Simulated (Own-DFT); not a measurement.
Hf$_{19}$Si$_{41}$ (HfSi2 crystal with substituted atoms, atoms displaced) (calculated)

A calculation, not a measurement: plane-wave density functional theory by an unreviewed code, no spin, of a simulated periodic cell, stress positive in tension, run twice, with PBE and with PBEsol, both on files made for PBE, so the change isn't that of files made for PBEsol, hafnium file: forces about 75 meV/angstrom off all-electron values; forces on such cells moved up to 12 meV/angstrom on a denser k mesh; the far tail of each file's local potential was reset to the Coulomb form; each entry is a single point on an unrelaxed cell, so the pressure reflects the starting lattice, taken from the Materials Project, from which strain is counted, and rises with the displacements; printed positions are rounded, which can move forces by about a meV/angstrom; the program, named Own-DFT, is a retired in-house code; no spin-orbit coupling; stress was not checked against mesh or cutoff. Program: Own-DFT development build.

Entry: Hf$_{19}$Si$_{41}$ (HfSi2 crystal with substituted atoms, atoms displaced)

```
cell vectors (Å)
  -7.2972     7.0724    -1.7824
   3.6486     7.0873     5.7379
   3.6486     3.5213    -8.4115
atoms (fractions of the cell vectors)
Hf  0.52229  0.54580  0.75321
Hf  0.28472  0.24973  0.04101
Si  0.42259  0.29972  0.79692
Si  0.36633  0.49799  0.00662
Si  0.27751  0.59888  0.70816
Si  0.52158  0.20059  0.09858
Hf  0.71929  0.74313  0.95206
Hf  0.47406  0.46275  0.25221
Si  0.62984  0.50563  0.99774
Si  0.57322  0.70359  0.20838
Si  0.47460  0.79394  0.90192
Si  0.73024  0.40482  0.29038
Hf  0.92435  0.94161  0.15327
Hf  0.66755  0.65405  0.44870
Si  0.82192  0.69552  0.19956
Si  0.77346  0.90656  0.40490
Si  0.67426  0.98654  0.10807
Si  0.92027  0.60584  0.49481
Hf  0.02550  0.54530  0.75729
Hf  0.77126  0.25436  0.04023
Si  0.92762  0.30137  0.80575
Si  0.86872  0.49879  0.00159
Si  0.77479  0.59413  0.70079
Si  0.03517  0.19746  0.09113
Hf  0.22407  0.74400  0.95875
Hf  0.97866  0.45775  0.24810
Si  0.12592  0.49981  0.00374
Si  0.07430  0.70067  0.20165
Si  0.97780  0.79568  0.90383
Si  0.22482  0.41574  0.29962
Hf  0.43057  0.94989  0.16915
Hf  0.17560  0.65178  0.43513
Si  0.32650  0.70390  0.19973
Si  0.28210  0.89472  0.39886
Si  0.17077  0.00170  0.10369
Si  0.43163  0.60479  0.49546
Hf  0.61760  0.14431  0.35119
Hf  0.37308  0.85210  0.64179
Si  0.53117  0.89107  0.39247
Si  0.47346  0.10084  0.60552
Si  0.38258  0.19833  0.30722
Si  0.62718  0.79537  0.69303
Hf  0.82899  0.34692  0.54847
Hf  0.58274  0.04958  0.84701
Si  0.72943  0.10726  0.59961
Si  0.66677  0.29889  0.80303
Si  0.57792  0.39873  0.49750
Si  0.83183  0.99762  0.90474
Hf  0.12855  0.14207  0.35051
Hf  0.88165  0.85830  0.63888
Si  0.02566  0.89365  0.40025
Si  0.97002  0.10558  0.59916
Si  0.87492  0.19513  0.30542
Si  0.12165  0.80443  0.69924
Si  0.34164  0.34092  0.55873
Hf  0.07216  0.06328  0.84630
Si  0.23051  0.09615  0.59267
Si  0.17316  0.30130  0.79644
Si  0.08099  0.39887  0.50145
Si  0.33133  0.00511  0.89184
```

- functional: PBE, then PBEsol
- potential files: PseudoDojo norm-conserving, scalar-relativistic, standard set
- wave cutoff: 42 hartree
- occupations: cold (Marzari-Vanderbilt)
- smearing width: 0.2 eV
- k mesh: 4 x 4 x 4 centred on Gamma
- PBE pressure: 3.2 GPa
- PBE stress xx: -2.81 GPa
- PBE stress yy: -4.1 GPa
- PBE stress zz: -2.68 GPa
- PBE stress yz: 0.41 GPa
- PBE stress xz: -0.21 GPa
- PBE stress xy: -0.1 GPa
- PBEsol pressure: 0.02 GPa
- PBEsol stress xx: 0.04 GPa
- PBEsol stress yy: -0.82 GPa
- PBEsol stress zz: 0.72 GPa
- PBEsol stress yz: 0.45 GPa
- PBEsol stress xz: -0.2 GPa
- PBEsol stress xy: -0.1 GPa
- rms change of force components from PBE to PBEsol: 0.027 eV/Å

Force:
```
force element  PBE force x (eV/Å)  PBE force y (eV/Å)  PBE force z (eV/Å)  PBEsol force x (eV/Å)  PBEsol force y (eV/Å)  PBEsol force z (eV/Å)
           Hf              -0.247               0.154              -0.678                 -0.247                  0.172                 -0.628
           Hf               1.392              -0.206               0.317                   1.38                 -0.216                   0.29
           Si              -0.081                0.15              -0.012                 -0.064                  0.175                 -0.054
           Si              -0.577               0.583               0.244                 -0.588                  0.585                  0.234
           Si              -0.253              -1.049               0.423                 -0.234                 -1.011                  0.363
           Si              -0.774               0.716               0.078                 -0.778                  0.716                   0.13
           Hf              -0.655               0.849              -0.392                  -0.65                  0.847                 -0.363
           Hf              -1.245              -0.819               0.669                 -1.234                 -0.809                   0.64
           Si               0.556              -0.908              -0.413                   0.57                 -0.907                   -0.4
           Si              -0.638               -0.55               0.367                 -0.639                 -0.563                  0.362
           Si               0.565               0.221              -0.061                   0.55                    0.2                 -0.118
           Si               0.245               -0.13              -0.072                  0.248                  -0.11                 -0.014
           Hf               0.372               0.389              -0.369                  0.362                  0.392                 -0.324
           Hf              -1.522               0.937               0.507                 -1.505                  0.909                  0.474
           Si               0.003               0.386               0.083                  0.005                  0.394                  0.073
           Si              -0.312              -0.322                0.03                 -0.318                  -0.32                  0.032
           Si              -0.157               0.548               0.405                 -0.145                  0.524                  0.352
           Si              -0.448               0.191              -0.138                 -0.456                    0.2                 -0.078
           Hf              -0.028              -0.135               0.152                 -0.013                 -0.125                  0.177
           Hf              -0.195               0.538              -0.692                   -0.2                   0.53                 -0.707
           Si               0.152              -0.389                0.67                  0.157                 -0.397                  0.654
           Si              -0.351               0.444              -0.028                 -0.363                   0.45                  -0.03
           Si              -0.131                0.08              -0.323                 -0.132                  0.057                 -0.389
           Si               2.263               0.504               0.466                  2.263                  0.513                  0.531
           Hf               0.055               0.318               0.321                  0.052                  0.311                  0.347
           Hf              -0.274              -0.978               0.434                 -0.259                 -0.969                    0.4
           Si               0.008              -0.289               0.159                  0.022                 -0.298                   0.16
           Si              -0.022              -0.199                0.16                 -0.028                   -0.2                  0.155
           Si               0.161              -0.405              -0.311                  0.154                 -0.415                 -0.385
           Si              -1.637              -1.248              -0.291                 -1.634                  -1.21                 -0.214
           Hf              -0.267              -1.981               1.526                 -0.272                 -1.942                  1.528
           Hf               1.337               1.519              -0.878                  1.329                  1.491                 -0.871
           Si              -0.108              -0.217              -0.062                 -0.105                 -0.222                 -0.064
           Si               0.637              -0.122               0.121                   0.63                  -0.12                  0.119
           Si              -1.779              -0.132              -0.691                 -1.786                 -0.151                 -0.755
           Si                1.38              -0.808              -0.087                   1.37                 -0.765                 -0.018
           Hf              -0.924               1.433              -0.996                 -0.924                  1.417                 -0.953
           Hf              -0.026               0.776              -0.189                 -0.035                  0.761                 -0.222
           Si               0.976               0.928              -0.478                   0.99                  0.931                 -0.471
           Si              -0.335              -0.168               0.234                 -0.378                 -0.182                  0.205
           Si               2.106               -0.29               0.354                  2.066                 -0.325                  0.306
           Si               0.771               0.708               0.222                  0.772                  0.706                  0.279
           Hf               0.494               0.025              -0.452                  0.488                  0.031                 -0.406
           Hf               0.214                -0.2               0.642                  0.224                 -0.204                  0.608
           Si               0.132              -0.472              -0.157                  0.139                 -0.473                 -0.151
           Si              -0.313               0.447               0.278                 -0.315                  0.455                  0.261
           Si               0.169              -0.341              -0.397                  0.132                 -0.313                 -0.439
           Si               0.494              -0.524               0.689                  0.506                 -0.492                  0.743
           Hf               0.409               0.354              -0.307                  0.404                  0.348                 -0.265
           Hf               1.155              -0.553              -0.728                  1.145                 -0.557                 -0.747
           Si              -0.063               0.494               0.627                 -0.059                  0.494                  0.602
           Si              -0.524               0.256              -0.166                 -0.536                  0.261                 -0.163
           Si              -0.404              -0.271               0.391                 -0.407                 -0.276                  0.331
           Si              -0.831               0.274               0.203                  -0.83                  0.281                  0.268
           Si              -0.042              -0.174              -0.799                 -0.026                 -0.173                 -0.735
           Hf              -1.395              -0.453              -0.065                 -1.371                 -0.455                 -0.101
           Si               0.478               0.142               0.152                  0.483                  0.104                  0.133
           Si              -0.197                 0.2               0.015                 -0.178                  0.193                 -0.003
           Si              -0.056               0.277              -0.525                 -0.022                  0.234                 -0.561
           Si               0.283              -0.507              -0.186                  0.292                 -0.481                 -0.128
```
